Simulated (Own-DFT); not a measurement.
# A change of arrangement and its cost: Ga32P32, 64 atoms

All numbers below are calculated, not measured. They come from Own-DFT, an in-house plane-wave density functional program, since retired, whose code no person has reviewed. Each row is one single-point run on a periodic cell that was not relaxed, without spin or spin-orbit coupling.

Settings of every run: PBE; PseudoDojo norm-conserving scalar-relativistic files; cutoff 42 hartree; 3 x 3 x 3 k mesh centred on Gamma; Fermi-Dirac smearing of 0.1 eV.

Known limits, some of them of some rows only: not probed for a lower state with spin; forces on such cells failed a check on a denser k mesh; forces on such cells passed a denser k mesh, each cell not checked; stress not checked against mesh or cutoff.

All cells hold the same atoms in the same cell, with vectors in Å (10.901, 0.000, 0.000); (0.000, 10.901, 0.000); (0.000, 0.000, 10.901). Every atom was moved at random from its ideal site; u is the rms move along one axis. The defect's site can differ from row to row. E is the free energy of the cell above the lowest run. The arrangements:

- A: zincblende GaP
- B: zincblende GaP, with one Ga on a P site and one P on a Ga site, 2.4 Å apart

| arrangement | u (Å) | E (eV) | P (GPa) |
|---|---|---|---|
| A | 0.0187 | 0.000 | 2.69 |
| A | 0.0191 | 0.049 | 2.71 |
| A | 0.0192 | 0.053 | 2.71 |
| A | 0.0480 | 1.914 | 3.08 |
| A | 0.0489 | 2.373 | 3.17 |
| A | 0.0510 | 2.461 | 3.26 |
| B | 0.0273 | 3.656 | 2.97 |
| B | 0.0283 | 3.716 | 2.97 |
| B | 0.0291 | 3.688 | 2.97 |
| B | 0.0472 | 5.497 | 3.35 |
| B | 0.0482 | 5.410 | 3.39 |
| B | 0.0491 | 5.606 | 3.39 |

Question: once the cost of the random moves is taken out, how do the arrangements rank?

## Worked answer

Fit E = a + b u², with one b for all and one a for each arrangement, and with residuals divided by u², since the noise grows with the moves. Then b = 1111 eV/Å², the scatter at u = 0.04 Å is 0.11 eV, and against A:

- B: 3.19 ± 0.04 eV (higher)

These are energies of unrelaxed cells. Relaxing the atoms lowers the strained arrangements most, so the gaps would shrink and small ones could change sign.
